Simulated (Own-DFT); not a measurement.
## Calculated data, SiC (4H silicon carbide, strained, atoms displaced), GaP (zincblende, strained, atoms displaced)

All values are calculated (Own-DFT development build). A calculation, not a measurement: plane-wave PBE density functional theory by an unreviewed code, no spin, of a simulated periodic cell, stress positive in tension, free energy of the whole cell less one offset for each atom, forces on such cells passed a denser k mesh, this cell's mesh not checked; offsets are fitted by least squares, one for each functional and potential file, so energies compare only between cells with the same atoms and settings and are not formation energies; the far tail of each file's local potential was reset to the Coulomb form; each entry is a single point on an unrelaxed cell, so the pressure reflects the starting lattice, mostly measured values (interpolated for alloys), from which strain is counted, and rises with the displacements; printed positions are rounded, which can move forces by about a meV/angstrom; the program, named Own-DFT, is a retired in-house code; no spin-orbit coupling.

Common to all runs: functional PBE; potential files PseudoDojo norm-conserving, scalar-relativistic, standard set; wave cutoff 42 hartree; occupations Fermi-Dirac; smearing width 0.1 eV; hardware one NVIDIA H100.

(1) SiC (4H silicon carbide, strained, atoms displaced)

```xyz
72
Lattice="9.3441 -0.1796 0.1502 -4.8276 7.9715 0.0787 0.1635 0.1933 9.9410" Properties=species:S:1:pos:R:3 SiC
Si    -4.7278     7.9973     4.0172
Si     0.0970     1.7891     1.6457
C      0.0834     0.0569     0.9560
C      0.0573     1.7819     3.4533
Si     7.7888     2.4952     4.2745
Si    -1.7083     4.4688     1.6144
C      7.7214     2.5237     1.0942
C     -1.5648     4.4009     3.5163
Si    -3.1114     5.3446     4.0372
Si    -3.2493     7.1206     1.6066
C     -3.1486     5.2564     0.9706
C     -3.1966     7.1459     3.4619
Si     3.1896     0.0219     4.0950
Si     3.1774     1.7558     1.5877
C      3.1224     0.0072     0.9904
C      3.2389     1.7317     3.5130
Si     1.5789     2.7457     4.1285
Si     1.4548     4.3573     1.5851
C      1.4497     2.6310     1.0099
C      1.4832     4.4400     3.5758
Si    -0.0224     5.3546     4.2056
Si    -0.1326     7.0570     1.6925
C      0.0620     5.2436     1.0782
C     -0.1829     7.1023     3.5893
Si     1.4470     7.8952     4.2511
Si     6.2637     1.7140     1.6487
C      6.2774    -0.0935     1.0796
C      6.3097     1.7818     3.5007
Si     4.7274     2.6963     4.1550
Si     4.6433     4.3492     1.6777
C      4.5565     2.6291     1.1124
C      4.6738     4.3154     3.5584
Si     3.1694     5.2889     4.2593
Si     2.9612     6.9467     1.7164
C      2.9996     5.2140     1.1339
C      3.0818     7.0509     3.5466
Si     9.4771    -0.0018     9.1104
Si     4.6867     6.1274     6.7090
C      4.5781     7.8250     6.1231
C      4.6730     6.1957     8.6223
Si    -3.0588     5.4710     9.0179
Si     6.1988     3.4986     6.6449
C     -3.1234     5.4816     6.0110
C      6.3672     3.4997     8.5247
Si     7.8151     2.6286     9.2143
Si     7.8686     0.8588     6.6977
C      7.7666     2.4840     6.0555
C      7.9781     0.8334     8.5353
Si     6.4280     0.0818     9.1524
Si     1.5776     6.2316     6.7356
C      6.3984    -0.0009     6.0348
C      1.6392     6.3041     8.4296
Si     3.1544     5.4416     9.2069
Si     3.2334     3.5825     6.6323
C      3.1328     5.2886     5.9755
C      3.2590     3.6722     8.5151
Si     4.7994     2.7066     9.0819
Si     4.8825     0.9082     6.6313
C      4.7710     2.6162     6.0749
C      4.7691     0.9485     8.4626
Si     3.2988     0.1582     9.0435
Si    -1.5983     6.2469     6.6354
C     -1.5429     7.9768     5.9743
C     -1.5523     6.3257     8.4816
Si     0.0977     5.4860     9.1311
Si     0.0197     3.6059     6.6039
C      0.0343     5.3970     6.0249
C      0.0733     3.6850     8.4541
Si     1.8140     2.7670     9.0779
Si     1.6495     0.9929     6.5496
C      1.5434     2.7504     6.0531
C      1.6493     0.9443     8.3161
```

```
k mesh                            : 4 x 4 x 3 centred on Gamma
free energy of cell above offsets : -3.677 eV
pressure                          : 10.17 GPa
stress xx                         : -2.53 GPa
stress yy                         : -13.48 GPa
stress zz                         : -14.49 GPa
stress yz                         : 7.55 GPa
stress xz                         : 5.64 GPa
stress xy                         : -8.93 GPa
wall time                         : 341 s
```

Force:
```csv
element,x (eV/Å),y (eV/Å),z (eV/Å)
Si,-0.224,0.6,2.064
Si,-3.768,-0.863,-0.582
C,-1.498,-0.856,-1.367
C,-0.022,1.404,1.135
Si,1.26,-0.303,-2.075
Si,3.592,-1.601,0.64
C,1.857,0.355,0.16
C,-0.051,1.769,-0.117
Si,0.003,0.845,0.956
Si,0.436,-0.629,0.086
C,-1.257,2.76,-0.825
C,0.649,-0.898,0.379
Si,-0.808,0.019,-0.286
Si,-3.56,-0.976,2.571
C,0.858,-0.698,-1.045
C,-1.519,2.004,-0.204
Si,0.371,-2.124,0.361
Si,1.769,-0.591,3.361
C,4.09,0.274,-1.389
C,1.268,1.213,-1.159
Si,-0.475,-0.564,-1.236
Si,0.186,-0.47,0.599
C,-4.603,2.333,-1.426
C,2.203,-0.661,-0.813
Si,0.498,1.143,-1.332
Si,-1.867,-0.697,1.3
C,-0.635,0.468,-0.939
C,-1.575,-1.751,1.217
Si,0.215,-3.974,0.305
Si,-1.512,-0.042,0.85
C,3.941,-0.163,-3.048
C,-0.374,3.241,-0.099
Si,-1.561,-0.208,-4.24
Si,1.333,1.191,0.544
C,1.091,-0.079,-1.08
C,-1.614,-1.013,1.173
Si,1.13,-0.284,1.478
Si,-0.915,0.394,0.553
C,0.663,2.04,-0.644
C,1.397,-0.141,-0.577
Si,-0.459,-0.291,0.501
Si,2.732,0.307,0.883
C,-0.133,-1.823,-1.725
C,-1.145,0.676,-0.062
Si,2.887,0.299,-0.821
Si,1.533,-2.324,-0.465
C,0.619,3.342,1.265
C,-1.313,1.57,0.459
Si,-0.915,-0.563,-0.757
Si,-0.025,-0.728,-4.353
C,-0.935,-0.327,-0.369
C,-0.09,0.05,5.192
Si,-0.316,-1.175,-0.443
Si,-1.642,-0.9,0.139
C,0.288,0.577,3.76
C,0.764,-0.158,-0.218
Si,-0.46,0.74,1.272
Si,-1.836,-1.747,-1.049
C,-1.665,1.048,-1.612
C,2.508,0.448,0.674
Si,-2.531,-1.609,-0.158
Si,1.803,0.89,-0.366
C,-0.609,1.414,1.934
C,1.455,0.509,0.891
Si,-0.952,-1.483,-0.753
Si,-0.491,0.47,0.21
C,-0.871,-0.4,0.803
C,0.547,-0.261,0.962
Si,-3.87,-0.664,-0.655
Si,0.16,-1.553,-2.126
C,1.843,-0.212,-1.423
C,2.149,1.414,3.161
```

(2) GaP (zincblende, strained, atoms displaced)

```xyz
64
Lattice="10.8620 0.0000 0.0000 0.0000 10.8620 0.0000 0.0000 0.0000 10.9439" Properties=species:S:1:pos:R:3 GaP
Ga     0.2158     0.1424    10.8854
Ga    10.7602     2.5917     2.6745
Ga     2.8617    10.7523     2.7586
Ga     2.7297     2.6884    10.8501
P      1.2566     1.3831     1.5038
P      1.3301     4.0604     4.1864
P      3.9605     1.4047     4.1044
P      4.0511     4.1216     1.3536
Ga     0.0632    10.8416     5.5588
Ga    10.7578     2.6692     8.1473
Ga     2.6750     0.0006     8.1658
Ga     2.7863     2.5161     5.4881
P      1.3792     1.3640     6.8168
P      1.3555     4.0714     9.6649
P      4.1627     1.2990     9.6192
P      4.0251     4.0113     6.7538
Ga    10.7531     5.4116     0.0527
Ga    10.6979     8.2228     2.8228
Ga     2.7000     5.5203     2.7383
Ga     2.8047     8.0105    10.9026
P      1.2061     6.7641     1.3751
P      1.4279     9.4486     4.2163
P      4.1020     6.9245     4.1497
P      3.9585     9.5726     1.4172
Ga    10.8440     5.5181     5.5178
Ga     0.1215     8.0639     8.2470
Ga     2.8299     5.4098     8.1972
Ga     2.8433     8.1748     5.4280
P      1.2986     6.8269     6.7927
P      1.2553     9.5616     9.5949
P      4.0735     6.8552     9.5937
P      4.0414     9.4703     6.8979
Ga     5.4236     0.0569    10.9046
Ga     5.4312     2.7539     2.6563
Ga     8.1752     0.1352     2.6501
Ga     8.0313     2.8282    10.8043
P      6.8412     1.4001     1.4015
P      6.9594     4.1224     4.1064
P      9.5731     1.3050     4.1946
P      9.5777     4.0110     1.3422
Ga     5.3516    10.8257     5.5016
Ga     5.2746     2.6863     8.2825
Ga     7.9827    10.7974     8.0521
Ga     8.0440     2.8114     5.4901
P      6.7892     1.4667     6.9988
P      6.6697     3.9025     9.5639
P      9.5027     1.3228     9.6577
P      9.4864     4.1507     6.8145
Ga     5.3525     5.5397     0.0895
Ga     5.4797     8.2686     2.6951
Ga     8.1418     5.4709     2.7609
Ga     8.1372     8.1694     0.0167
P      6.8097     6.7572     1.2582
P      6.7427     9.5693     4.0372
P      9.4568     6.9999     4.1815
P      9.5747     9.5479     1.3254
Ga     5.4148     5.4031     5.3826
Ga     5.3711     8.2600     8.1973
Ga     8.1431     5.3750     8.3387
Ga     8.0203     8.0806     5.4502
P      6.9070     6.8365     6.8450
P      6.7075     9.4148     9.5841
P      9.4811     6.7211     9.5137
P      9.5949     9.5179     7.0028
```

```
k mesh                            : 3 x 3 x 3 centred on Gamma
free energy of cell above offsets : -29.224 eV
pressure                          : 4.33 GPa
stress xx                         : -4.37 GPa
stress yy                         : -4.46 GPa
stress zz                         : -4.17 GPa
stress yz                         : -0.05 GPa
stress xz                         : 0.26 GPa
stress xy                         : 1.1 GPa
wall time                         : 522.4 s
```

Force:
```csv
element,x (eV/Å),y (eV/Å),z (eV/Å)
Ga,-1.77,-0.086,0.915
Ga,-0.081,1.543,1.914
Ga,-3.067,1.796,1.699
Ga,-0.336,-0.132,1.275
P,3.123,-1.001,-1.114
P,0.137,-0.123,-0.632
P,2.61,-1.207,-1.365
P,-0.369,-0.189,0.194
Ga,-0.246,-0.67,-0.166
Ga,0.448,0.415,0.701
Ga,-0.088,-0.133,0.794
Ga,-1.908,2.358,0.463
P,-0.29,0.111,0.858
P,-0.241,0.209,-1.475
P,-2.29,0.116,-0.697
P,0.747,0.242,0.447
Ga,0.771,0.176,-0.748
Ga,1.731,0.375,-0.696
Ga,-0.551,-0.427,0.563
Ga,-2.528,1.832,1.552
P,0.834,0.895,0.333
P,-0.623,0.704,-1.154
P,0.914,-1.49,-1.601
P,2.263,-1.913,-2.632
Ga,-0.293,-0.487,-0.959
Ga,-1.122,0.495,0.303
Ga,-1.506,0.024,0.075
Ga,-1.421,-0.162,1.358
P,2.204,-0.187,0.397
P,2.22,-1.304,-0.415
P,1.144,-1.198,-1.507
P,-0.314,0.889,-0.588
Ga,1.04,-1.218,1.544
Ga,0.137,0.21,0.894
Ga,0.866,-1.265,1.068
Ga,2.174,-1.626,1.935
P,-0.918,0.478,-1.3
P,-2.532,-0.102,-0.793
P,-1.196,0.428,-0.007
P,-2.131,0.286,0.374
Ga,0.553,0.868,-0.074
Ga,0.267,0.421,-1.272
Ga,1.448,-0.417,1.893
Ga,1.599,-1.353,0.84
P,-1.146,-0.09,-1.948
P,-0.935,3.273,-0.476
P,-0.879,0.147,-1.083
P,-0.285,-0.434,0.378
Ga,0.183,-1.242,-1.117
Ga,-0.429,-0.829,-0.468
Ga,1.374,0.536,-0.764
Ga,0.852,-0.045,-0.452
P,0.124,0.757,1.619
P,0.885,0.522,0.722
P,0.067,-2.497,-0.459
P,-0.528,0.677,-0.381
Ga,0.633,0.435,0.683
Ga,0.859,-1.661,-0.091
Ga,-0.8,-0.566,-1.066
Ga,0.67,2.532,0.186
P,-2.299,-1.393,1.311
P,0.648,1.282,0.293
P,0.462,0.937,1.264
P,-0.867,-0.522,-1.346
```
